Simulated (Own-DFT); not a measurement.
# Point defects and the pressure they add: zincblende GaAs

The numbers are computed, not measured, by runs of the plane-wave DFT program Own-DFT (in-house, retired, unreviewed) at fixed positions, with no spin and no spin-orbit coupling.

Common settings: PBE; PseudoDojo norm-conserving scalar-relativistic files; cutoff 42 hartree; 3 x 3 x 3 k mesh centred on Gamma; Fermi-Dirac smearing of 0.1 eV.

Caveats (not all hold for every row): not probed for a lower state with spin; forces not confirmed at this smearing and k mesh; stress not checked against mesh or cutoff.

All runs share one cell, with vectors in Å (11.737, 0.000, 0.000); (0.000, 11.737, 0.000); (0.000, 0.000, 10.833) and a volume of 1492.4 Å³, strained against the parent crystal. u is the rms random offset of the atoms per axis. The defect's site can differ from row to row.

```
cell,formula,u (Å),P (GPa)
no defect,As32Ga32,0.0263,1.20
no defect,As32Ga32,0.0336,1.32
no defect,As32Ga32,0.0533,1.65
one P on an As site,As31Ga32P,0.0305,0.98
one P on an As site,As31Ga32P,0.0310,0.99
one P on an As site,As31Ga32P,0.0324,1.07
one In on a Ga site,As32Ga31In,0.0486,2.15
one In on a Ga site,As32Ga31In,0.0493,2.14
one In on a Ga site,As32Ga31In,0.0524,2.15
one Al on a Ga site,AlAs32Ga31,0.0290,1.20
one Al on a Ga site,AlAs32Ga31,0.0301,1.20
one Al on a Ga site,AlAs32Ga31,0.0506,1.50
one As vacancy and one Ga vacancy,As31Ga31,0.0288,0.83
one As vacancy and one Ga vacancy,As31Ga31,0.0321,0.98
one As vacancy and one Ga vacancy,As31Ga31,0.0493,1.10
one As vacancy and one Ga vacancy,As31Ga31,0.0536,?
```

## What the rows give

P = P0 + c u² + a shift for each defect gives P0 = 1.11 GPa, c = 180 ± 18 GPa/Å² and a scatter of 0.04 GPa. The shifts, and each times the cell's volume:

- one In on a Ga site: 0.58 ± 0.04 GPa, 5.4 eV
- one Al on a Ga site: -0.07 ± 0.04 GPa, -0.6 eV (not resolved)
- one P on an As site: -0.27 ± 0.04 GPa, -2.5 eV
- one As vacancy and one Ga vacancy: -0.40 ± 0.04 GPa, -3.7 eV

Against the defect-free cell, a freed cell would be larger where the shift is positive and smaller where it is negative (160.2 GPa Å³ is 1 eV). The atoms around the defects weren't relaxed, which would change these numbers.

## The run left out

Q: what pressure belongs in the blank (one As vacancy and one Ga vacancy, u = 0.0536 Å)?

The fit gives 1.23 ± 0.06 GPa. The calculation gave 1.13 GPa.
